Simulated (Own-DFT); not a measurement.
Simulation results for Si$_{3}$N$_{4}$ (beta silicon nitride, strained, atoms displaced), SiC (2H silicon carbide, atoms displaced), GaN (wurtzite, strained, atoms displaced)

All values are calculated (Own-DFT development build). A calculation, not a measurement: plane-wave PBE density functional theory by an unreviewed code, no spin, of a simulated periodic cell, stress positive in tension, free energy of the whole cell less one offset for each atom, forces on such cells passed a denser k mesh, this cell's mesh not checked; offsets are fitted by least squares, one for each functional and potential file, so energies compare only between cells with the same atoms and settings and are not formation energies; the far tail of each file's local potential was reset to the Coulomb form; each entry is a single point on an unrelaxed cell, so the pressure reflects the starting lattice, mostly measured values (interpolated for alloys), from which strain is counted, and rises with the displacements; printed positions are rounded, which can move forces by about a meV/angstrom; the program, named Own-DFT, is a retired in-house code; no spin-orbit coupling.

Settings shared by all entries: functional PBE.

(1) Si$_{3}$N$_{4}$ (beta silicon nitride, strained, atoms displaced)

```
Si3N4
1.0
      7.7342     0.0461    -0.0985
     -3.8272     6.5962    -0.0518
     -0.1130    -0.1338     8.7406
Si N Si N Si N
6 8 6 8 6 8
Direct
  0.16586 0.76301 0.08141
  0.23603 0.41298 0.08630
  0.59976 0.83721 0.08173
  0.82778 0.23208 0.25438
  0.76089 0.59187 0.25008
  0.40911 0.18509 0.24765
  0.32617 0.02720 0.09240
  0.97201 0.30177 0.08167
  0.69679 0.66394 0.08529
  0.66031 0.97214 0.24963
  0.02716 0.70657 0.25197
  0.29059 0.31425 0.24705
  0.32851 0.67103 0.07841
  0.66772 0.33113 0.24663
  0.17400 0.77988 0.41744
  0.22157 0.39487 0.41957
  0.60083 0.83500 0.42531
  0.82521 0.22860 0.57857
  0.76582 0.59936 0.57702
  0.40168 0.17703 0.57867
  0.33236 0.03004 0.40987
  0.97217 0.30819 0.40904
  0.69863 0.66861 0.41396
  0.66654 0.96834 0.58870
  0.04562 0.70959 0.58604
  0.31060 0.35230 0.58056
  0.33697 0.66392 0.41417
  0.65817 0.33149 0.58814
  0.17091 0.76587 0.76591
  0.22693 0.41014 0.74531
  0.59328 0.81644 0.76360
  0.82276 0.23121 0.92085
  0.76989 0.59918 0.91176
  0.41874 0.16584 0.91361
  0.33150 0.03579 0.74185
  0.96975 0.29562 0.75176
  0.68277 0.66154 0.75050
  0.65858 0.97215 0.93040
  0.03500 0.69647 0.92337
  0.29394 0.32884 0.90990
  0.32957 0.65546 0.74833
  0.67811 0.33853 0.92510
```

- potential files: PseudoDojo norm-conserving, scalar-relativistic, standard set
- wave cutoff: 42 hartree
- occupations: Fermi-Dirac
- smearing width: 0.1 eV
- k mesh: 3 x 3 x 3 centred on Gamma
- free energy of cell above offsets: -3.554 eV
- pressure: 1.85 GPa
- stress xx: 2.54 GPa
- stress yy: -2.19 GPa
- stress zz: -5.89 GPa
- stress yz: -4.63 GPa
- stress xz: -6.27 GPa
- stress xy: 2.21 GPa

Force:
```
element  x (eV/Å)  y (eV/Å)  z (eV/Å)
     Si     1.821     1.796     4.958
     Si    -0.065    -0.995    -2.013
     Si    -1.062     -4.03     3.284
     Si    -1.352      -0.3    -3.872
     Si      2.21    -0.089    -0.263
     Si     1.922    -2.067     0.705
      N     0.473    -0.097    -3.471
      N     0.191    -0.082     1.862
      N    -1.253     1.456    -1.881
      N     1.088     0.395     1.826
      N    -0.688    -0.636    -0.853
      N    -2.259     2.169     1.205
      N     1.679     0.115     0.307
      N    -0.522     0.678     0.553
     Si     2.313    -2.027    -0.226
     Si     0.838     3.175    -2.507
     Si    -1.881    -2.798    -3.098
     Si    -1.034     0.987     1.298
     Si     2.064    -1.022     1.412
     Si    -0.043     0.283     0.006
      N    -0.185     2.159     0.886
      N    -0.094    -0.798     3.578
      N    -0.737     1.023     0.181
      N     0.605     0.668     1.835
      N     -3.16    -1.266     0.549
      N     1.354    -2.625     0.931
      N     -1.04     0.594     0.062
      N     1.592     1.021    -0.609
     Si     2.254     0.897    -3.855
     Si     1.105    -2.666     1.649
     Si    -3.587     1.521     -1.93
     Si     1.822     0.786    -0.929
     Si      0.28    -1.281     1.982
     Si    -2.781     1.942      1.75
      N     0.263    -1.783     1.349
      N    -1.237    -0.484    -0.545
      N     3.188    -0.457    -0.523
      N     0.526     0.933    -3.925
      N     -3.67    -0.978    -3.048
      N     1.693    -0.691     1.429
      N    -1.034     4.655     0.829
      N    -1.592     -0.08    -0.877
```

(2) SiC (2H silicon carbide, atoms displaced)

```
SiC
1.0
      6.1654     0.0000     0.0000
     -3.0827     5.3394     0.0000
      0.0000     0.0000    10.0681
Si C Si C Si C Si C Si C Si C Si C Si C
2 2 2 2 2 2 2 2 2 2 2 2 2 2 2 2
Direct
  0.98663 0.00629 0.99951
  0.14657 0.34127 0.24403
  0.01518 0.98799 0.18573
  0.12244 0.30359 0.43871
  0.00855 0.01813 0.49115
  0.17945 0.34605 0.76285
  0.99428 0.00206 0.70224
  0.16473 0.35290 0.95054
  0.98299 0.50820 0.02328
  0.15486 0.82290 0.23280
  0.97685 0.46320 0.19517
  0.18478 0.82436 0.43343
  0.02836 0.49507 0.50321
  0.14916 0.84511 0.74611
  0.99522 0.48547 0.67648
  0.18698 0.84202 0.93485
  0.54528 0.00817 0.01475
  0.66508 0.34502 0.25861
  0.48700 0.99116 0.19743
  0.69610 0.34111 0.42494
  0.51971 0.01674 0.50896
  0.66963 0.32869 0.76328
  0.51098 0.00802 0.70693
  0.67832 0.31966 0.92846
  0.51074 0.49318 0.99522
  0.67468 0.83753 0.25703
  0.51019 0.49904 0.17753
  0.65705 0.80264 0.43841
  0.50535 0.48434 0.51274
  0.67433 0.83195 0.75120
  0.48568 0.48202 0.68610
  0.67970 0.82682 0.93107
```

* potential files: PseudoDojo norm-conserving, scalar-relativistic, standard set
* wave cutoff: 42 hartree
* occupations: Fermi-Dirac
* smearing width: 0.1 eV
* hardware: one NVIDIA H100
* k mesh: 5 x 5 x 3 centred on Gamma
* free energy of cell above offsets: 4.205 eV
* pressure: 9.31 GPa
* stress xx: -7.68 GPa
* stress yy: -5.53 GPa
* stress zz: -14.74 GPa
* stress yz: 3.33 GPa
* stress xz: -1.98 GPa
* stress xy: 3.16 GPa
* wall time: 124.8 s

Force:
```
element  x (eV/Å)  y (eV/Å)  z (eV/Å)
     Si     4.486     0.314     -0.38
     Si     7.479    -3.656     2.204
      C     -5.33     2.541    -0.509
      C     4.857     4.673    -3.889
     Si     1.369    -8.433     2.948
     Si    -2.681     -0.95    -0.588
      C    -0.455     2.232    -3.126
      C     0.637    -0.625    -0.518
     Si     2.194     0.995    -6.027
     Si     2.967    -1.222     4.278
      C    -3.705     4.122    -1.173
      C      -1.1      1.48     0.404
     Si    -4.566     2.893    -0.914
     Si      4.68    -2.703     1.378
      C    -0.338     1.423     4.073
      C    -1.371    -0.019     2.352
     Si    -3.763    -1.747    -2.524
     Si    -1.448    -2.458    -2.866
      C     2.599     1.157    -1.122
      C    -1.667    -0.413     6.313
     Si    -0.059    -1.623    -1.202
     Si     0.788     0.783    -5.928
      C    -1.243    -1.419    -3.076
      C    -0.733     1.462     6.714
     Si    -1.004    -0.145     0.102
     Si    -0.204    -1.303    -1.055
      C    -1.532     0.787     2.233
      C      0.02     2.044     1.544
     Si     0.127    -0.142    -3.931
     Si    -1.841    -0.524    -0.691
      C     1.773     1.363     3.132
      C    -0.937    -0.885     1.842
```

(3) GaN (wurtzite, strained, atoms displaced)

```
GaN
1.0
     12.7560     0.1276     0.0000
     -4.7006     8.2374     0.0000
      0.0000     0.0000    10.3700
Ga N Ga N Ga N Ga N Ga N Ga N Ga N Ga N Ga N Ga N Ga N Ga N Ga N Ga N Ga N Ga N Ga N Ga N Ga N Ga N Ga N Ga N Ga N Ga N
2 2 2 2 2 2 2 2 2 2 2 2 2 2 2 2 2 2 2 2 2 2 2 2 2 2 2 2 2 2 2 2 2 2 2 2 2 2 2 2 2 2 2 2 2 2 2 2
Direct
  0.08067 0.23200 0.99994
  0.15542 0.10888 0.24310
  0.07733 0.21818 0.18868
  0.15720 0.10524 0.43817
  0.08299 0.22630 0.50016
  0.16359 0.10938 0.74515
  0.08061 0.21463 0.68405
  0.15754 0.10279 0.93528
  0.07980 0.56116 0.99905
  0.16349 0.43496 0.25600
  0.08321 0.55368 0.19073
  0.16463 0.44690 0.44383
  0.07188 0.55545 0.50066
  0.15996 0.44454 0.74350
  0.08140 0.55476 0.68439
  0.16571 0.42686 0.93986
  0.08064 0.88401 0.99793
  0.16226 0.77387 0.25147
  0.07739 0.88499 0.18713
  0.17467 0.78938 0.43775
  0.07482 0.88673 0.50715
  0.16619 0.76438 0.74953
  0.08287 0.89377 0.68468
  0.17360 0.77557 0.95060
  0.33719 0.22577 0.00542
  0.41914 0.10296 0.24700
  0.33889 0.22105 0.18403
  0.41301 0.10984 0.43903
  0.33907 0.22755 0.50860
  0.41728 0.11668 0.74740
  0.33481 0.22015 0.68476
  0.41597 0.11441 0.93414
  0.33179 0.55045 0.99691
  0.41544 0.44624 0.24439
  0.33641 0.56066 0.18906
  0.42314 0.44298 0.43616
  0.33750 0.55343 0.50059
  0.41614 0.43943 0.75114
  0.33303 0.55811 0.68416
  0.41504 0.44786 0.93616
  0.33129 0.89314 0.00567
  0.41401 0.76771 0.24525
  0.33423 0.89029 0.19273
  0.42342 0.77258 0.44389
  0.33712 0.89259 0.51267
  0.41111 0.77184 0.75311
  0.33757 0.88469 0.68502
  0.41273 0.77972 0.93781
  0.58482 0.22317 0.00807
  0.65956 0.10969 0.24612
  0.58583 0.22788 0.18338
  0.67380 0.11648 0.43545
  0.58437 0.22080 0.50633
  0.67395 0.12201 0.74807
  0.58153 0.21822 0.69054
  0.66959 0.11158 0.93807
  0.58786 0.55725 0.00262
  0.66430 0.44527 0.25959
  0.57639 0.55477 0.18984
  0.66417 0.43476 0.44043
  0.58262 0.55536 0.50059
  0.66353 0.43042 0.75688
  0.57570 0.54695 0.68757
  0.66402 0.44469 0.94488
  0.57807 0.88838 0.00149
  0.66401 0.77808 0.24115
  0.58155 0.89012 0.18734
  0.66625 0.77574 0.44177
  0.58466 0.89665 0.49248
  0.66723 0.77749 0.74738
  0.57624 0.87491 0.68233
  0.66711 0.77476 0.93588
  0.83238 0.22384 0.99164
  0.91231 0.10247 0.24870
  0.84406 0.22275 0.18793
  0.92396 0.12079 0.43481
  0.83826 0.21897 0.50710
  0.91565 0.10287 0.75594
  0.84704 0.23033 0.68816
  0.92066 0.11219 0.93063
  0.82995 0.55369 0.00372
  0.92348 0.45049 0.25203
  0.82938 0.55801 0.18680
  0.91514 0.43878 0.43513
  0.83248 0.55709 0.49451
  0.90697 0.43675 0.74688
  0.82723 0.54214 0.69014
  0.91557 0.44322 0.93778
  0.84093 0.88891 0.99846
  0.91874 0.77705 0.24964
  0.83097 0.88819 0.18039
  0.91990 0.77523 0.43884
  0.83335 0.88784 0.49534
  0.91897 0.77322 0.74968
  0.83363 0.89507 0.68813
  0.92238 0.78887 0.93520
```

- potential files: PseudoDojo norm-conserving, scalar-relativistic, standard set with the stringent files for Ga
- wave cutoff: 96 hartree
- occupations: Gaussian
- smearing width: 0.01 eV
- k mesh: 3 x 4 x 3 centred on Gamma
- free energy of cell above offsets: -4.531 eV
- pressure: 7.08 GPa
- stress xx: -5.5 GPa
- stress yy: -7.44 GPa
- stress zz: -8.31 GPa
- stress yz: -0.18 GPa
- stress xz: -0.55 GPa
- stress xy: 2.38 GPa

Force:
```
element  x (eV/Å)  y (eV/Å)  z (eV/Å)
     Ga     0.739    -3.791     0.689
     Ga      2.49    -0.335     1.369
      N    -0.253     0.703     -0.65
      N     1.154     0.771    -0.375
     Ga     0.647    -0.274    -0.137
     Ga     0.588      0.49     1.119
      N    -0.732     1.092     0.563
      N     1.067     0.923     0.408
     Ga     1.307    -1.771     0.689
     Ga    -0.012     0.963    -0.094
      N      0.36     0.307    -0.556
      N     0.393     0.437    -0.402
     Ga     2.047     1.262    -0.913
     Ga     2.001    -1.233     0.592
      N    -1.324    -0.415     0.663
      N    -1.091      4.72    -1.672
     Ga     0.655     1.032     0.217
     Ga     0.665     0.872     0.459
      N     0.695     0.146    -0.337
      N    -1.017     -1.24     0.731
     Ga     2.113     0.986    -1.837
     Ga    -0.278     2.245     0.342
      N     0.817    -1.792     1.652
      N    -1.704     0.014    -2.195
     Ga    -1.264    -0.405    -1.701
     Ga        -1     1.286     1.245
      N    -1.185    -0.133     1.367
      N     1.533     0.161     0.093
     Ga    -1.177    -0.752    -2.823
     Ga     0.461    -1.578     0.751
      N    -1.004     0.058     1.488
      N      0.81    -0.137     0.576
     Ga    -0.856     0.728     0.304
     Ga      0.18    -1.201      1.05
      N    -1.068    -2.223    -0.852
      N    -1.096    -0.245    -0.289
     Ga    -0.537    -0.005    -0.358
     Ga    -0.959     0.636    -0.126
      N    -0.313     -1.37     1.124
      N     1.426    -0.523     0.403
     Ga     1.208     0.557    -0.186
     Ga    -0.364     1.926     1.869
      N    -0.102    -1.155    -0.551
      N    -1.592      0.57    -1.561
     Ga     0.101    -0.713    -3.573
     Ga     1.536     0.331    -0.406
      N    -1.771     0.723     2.717
      N     0.333    -0.321     0.665
     Ga    -0.447    -0.364    -2.408
     Ga     2.234     0.814     0.433
      N    -0.378    -0.206      1.97
      N    -0.511     0.087     0.313
     Ga    -0.376     -0.74    -1.153
     Ga      0.36    -2.407     0.023
      N     0.267    -0.063    -0.055
      N    -0.778     0.071    -0.268
     Ga    -1.729     0.309    -0.256
     Ga    -0.092     0.162    -1.381
      N     1.446     0.246    -0.211
      N     0.063     1.214     0.423
     Ga      0.26     0.054     0.251
     Ga    -1.212     1.793    -0.365
      N     1.615     0.304     0.384
      N     1.234    -0.621    -0.768
     Ga     0.862    -0.346    -1.103
     Ga     0.618    -0.037     1.231
      N    -0.412    -0.021    -0.077
      N     0.595     0.429    -1.358
     Ga     0.675    -0.789     1.057
     Ga    -0.335    -0.517    -0.073
      N      0.12     2.005      0.71
      N     0.046     0.698     0.571
     Ga     1.151    -0.689     1.724
     Ga     0.218     0.468     0.348
      N    -2.685     0.583     -0.92
      N    -0.607    -1.784     0.185
     Ga    -0.577     0.115    -1.709
     Ga     0.814      0.93     -1.66
      N    -1.405    -1.824     0.267
      N    -0.937    -0.095      2.21
     Ga     0.183      0.58    -0.691
     Ga    -0.932    -1.456    -0.848
      N     0.472    -0.505     0.966
      N    -0.877     0.366      0.76
     Ga    -0.035    -1.118     0.691
     Ga     1.846     1.454     1.098
      N    -0.973     1.565     -0.78
      N    -0.323     0.801    -0.411
     Ga    -2.161     0.755    -0.545
     Ga    -0.965    -0.012     -0.08
      N     0.373    -0.664     1.248
      N    -1.303    -0.336    -0.473
     Ga    -0.299     0.663     0.499
     Ga    -0.904     0.259    -0.376
      N     0.603    -1.826    -0.672
      N     0.572    -2.631    -0.273
```
